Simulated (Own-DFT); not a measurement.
# How HSE06 shifts the pressure of corundum Al2O3, 78 atoms (Al32O46), with two O vacancies

All values are computed. Each geometry was run twice at fixed positions with Own-DFT, a retired in-house plane-wave program that no person has reviewed: with PBE, and with HSE06 (exact exchange share 0.25 at short range, screening 0.11 per bohr, Gygi-Baldereschi treatment of its divergence). Both used PseudoDojo norm-conserving files made for PBE, a cutoff of 48 hartree, the Gamma point alone, fixed occupations, a neutral cell and no spin. With Gamma alone and a thickness of 7.9 Å, finite-size errors remain in every number. The oxygen file's force components were 24 meV/Å off all-electron values in a glass.

Unstrained cell vectors in Å: (5.494, 0.000, 8.660); (-2.747, 4.758, 8.660); (-2.747, -4.758, 8.660), volume V0 = 679.1 Å³, from measured lattice constants. Each geometry has its own random strain of a few per cent, its own defect sites and random moves of rms u per axis. HSE06 gave the energy alone. D is its energy less that of PBE, over the lowest D shown. The PBE stress wasn't checked against mesh or cutoff.

```
run,V - V0 (Å³),u (Å),P with PBE (GPa),D (eV)
1,8.7,0.0461,5.28,1.094
2,9.9,0.0529,6.04,1.198
3,-9.4,0.0486,12.83,0.372
4,-9.6,0.0293,11.29,0.247
5,5.7,0.0313,5.63,0.848
6,-7.7,0.0491,12.56,0.537
7,24.6,0.0525,0.35,1.721
8,2.6,0.0508,8.62,0.874
9,-11.2,0.0535,14.76,0.374
10,-15.7,0.0286,13.41,0.000
11,20.0,0.0281,0.45,1.383
12,8.0,0.0511,6.08,1.109
13,-11.2,0.0528,13.47,?
```

## Working it out

D = 0.53 + 0.0383 (V - V0) + 99 u² eV, with an error of 0.0006 on the volume slope, 10 on the last term and a scatter of 0.03 eV. Pressure is -dE/dV, and 1 eV/Å³ is 160.2 GPa, so HSE06 changes the pressure by -6.1 ± 0.1 GPa. With the ions held to the strained lattice, the PBE pressure falls by 260 ± 6 GPa per unit of volume strain; the shape of the strain isn't fitted, so the true error is larger, and a relaxed crystal would be softer. On that slope HSE06's volume at a given pressure is about 2.4 % smaller, or 0.8 % in lengths. At u = 0 and V0 the PBE pressure is 6.7 GPa, which puts the zero-pressure volume, against the measured cell and with the defects in, at +2.6 % for PBE and +0.2 % for HSE06, each good to a few tenths of a per cent.

## Prediction

Question: what D should run 13 give?

From the fit: 0.38 eV, with rows scattering by 0.03. The calculation gave 0.407 eV.
